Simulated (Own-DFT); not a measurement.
# Stretching a layer in its plane: wurtzite AlGaN with randomly placed atoms, 72 atoms (Al27Ga9N36)

No measurement is shown. These are fixed-geometry runs of a retired plane-wave code named Own-DFT, which no person has reviewed; spin and spin-orbit coupling are neglected.

All runs used: PBE; PseudoDojo norm-conserving scalar-relativistic files (stringent for Ga); cutoff 96 hartree; 4 x 4 x 3 k mesh centred on Gamma; Gaussian smearing of 0.01 eV.

Known weak points: forces on such cells passed a denser k mesh, each cell not checked; stress not checked against mesh or cutoff.

Unstrained cell vectors in Å: (9.394, 0.000, 0.000); (-4.697, 8.135, 0.000); (0.000, 0.000, 10.066). The unstrained cell has measured lattice constants (interpolated for alloys), not those of this functional. That, the random moves and any unrelaxed bonds set the pressure at no strain. Each run strains x and y alike by e, as a substrate would, and holds the height along z. All atoms carry random offsets, Gaussian with a width of 0.05 Å per axis. The random placing of the alloy's atoms differs from row to row. Stress is positive in tension.

| e (%) | u (Å) | (s_xx + s_yy)/2 (GPa) | s_zz (GPa) |
|---|---|---|---|
| -3.00 | 0.048 | -25.54 | -11.40 |
| -2.00 | 0.047 | -19.69 | -9.18 |
| -1.25 | 0.050 | -14.37 | -8.39 |
| -0.25 | 0.044 | -7.16 | -6.00 |
| 0.50 | 0.047 | -3.24 | -5.68 |
| 0.75 | 0.047 | ? | ? |
| 1.00 | 0.050 | -0.49 | -6.78 |
| 1.25 | 0.056 | -0.47 | -4.87 |
| 1.75 | 0.049 | 3.44 | -4.99 |
| 2.50 | 0.053 | 5.95 | -3.01 |

## Fit

With e as a fraction, the in-plane stress is -6.3 + 574 e - 2819 e² GPa (errors 14 and 865, scatter 0.69), and s_zz is -6.8 + 134 e GPa (slope ± 15, scatter 0.78). At e = 0 the first slope is C11 + C12 and the second 2 C13, both with the ions held to the strained lattice and at the cell's own pressure. The term in e² is negative: the layer stiffens under compression and softens under tension. A free layer would change its height as e changes, and the in-plane slope would drop by 2 C13²/C33 to the biaxial modulus. At fixed height, a misfit of 1 % moves the in-plane stress by about 5.7 GPa and s_zz by 1.3 GPa.

## Prediction

Question: what are the two stresses at e = 0.75 %?

The fitted form gives -2.2 and -5.8 GPa. DFT gave -1.54 and -5.97 GPa.
